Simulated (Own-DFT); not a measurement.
# What random displacements cost in diamond germanium, 16 atoms (Ge16)

Calculated results; nothing here was measured. They come from Own-DFT, an in-house plane-wave density functional program, since retired, whose code no person has reviewed. Each row is one single-point run on a periodic cell that was not relaxed, without spin or spin-orbit coupling.

Settings of every run: PBE; PseudoDojo norm-conserving scalar-relativistic files; cutoff 42 hartree; 5 x 5 x 5 k mesh centred on Gamma; Fermi-Dirac smearing of 0.1 eV.

Known limits: k mesh not checked against a denser one; stress not checked against mesh or cutoff.

Cell vectors in Å: (0.000, 5.658, 5.658); (5.658, 0.000, 5.658); (5.658, 5.658, 0.000). In each run every atom was moved at random and independently from its ideal site; u is the rms move along one axis. E is the free energy for each atom above the fitted value at u = 0, and F the rms of the force components.

```
run   u (Å)  E (meV/atom)  F (eV/Å)  largest force (eV/Å)  P (GPa)
  1  0.0210           7.7     0.311                  0.82     3.89
  2  0.0229           9.5     0.342                  0.87     3.93
  3  0.0489          53.7     0.823                  1.89     4.49
  4  0.0509          52.6     0.818                  2.41     4.53
  5  0.0517          49.2     0.753                  1.93     4.44
  6  0.0851         116.6     1.253                  3.38     5.25
  7  0.0924             ?         ?                     ?        ?
  8  0.1017         192.4     1.520                  3.94     6.28
  9  0.1578         570.7     3.885                 14.83    11.48
```

## Worked fit

For small independent moves the energy grows as E = (3/2) K u², with K the mean stiffness felt by one atom. The runs with u up to 0.11 Å give K = 12.6 ± 0.8 eV/Å², with residuals divided by u² + 0.0006 Å², since the noise grows with the moves. The scatter is 5.6 meV/atom at u = 0.05 Å. The forces follow F = G u with G = 15.3 eV/Å²; no force at u = 0 is resolved. G exceeds K because the moves of its neighbours add to the force on an atom, and stiffness differs between atoms. At u = 0.158 Å the parabola gives 469 meV/atom and the run 571. The pressure follows P = 3.85 + 224 u² GPa: at fixed volume, shortened bonds push harder than stretched ones pull.

## Withheld run

Question: what energy and rms force should run 7 give?

The fit gives 161 ± 19 meV/atom and about 1.41 eV/Å. The calculation gave 115.0 meV/atom and 1.233 eV/Å.
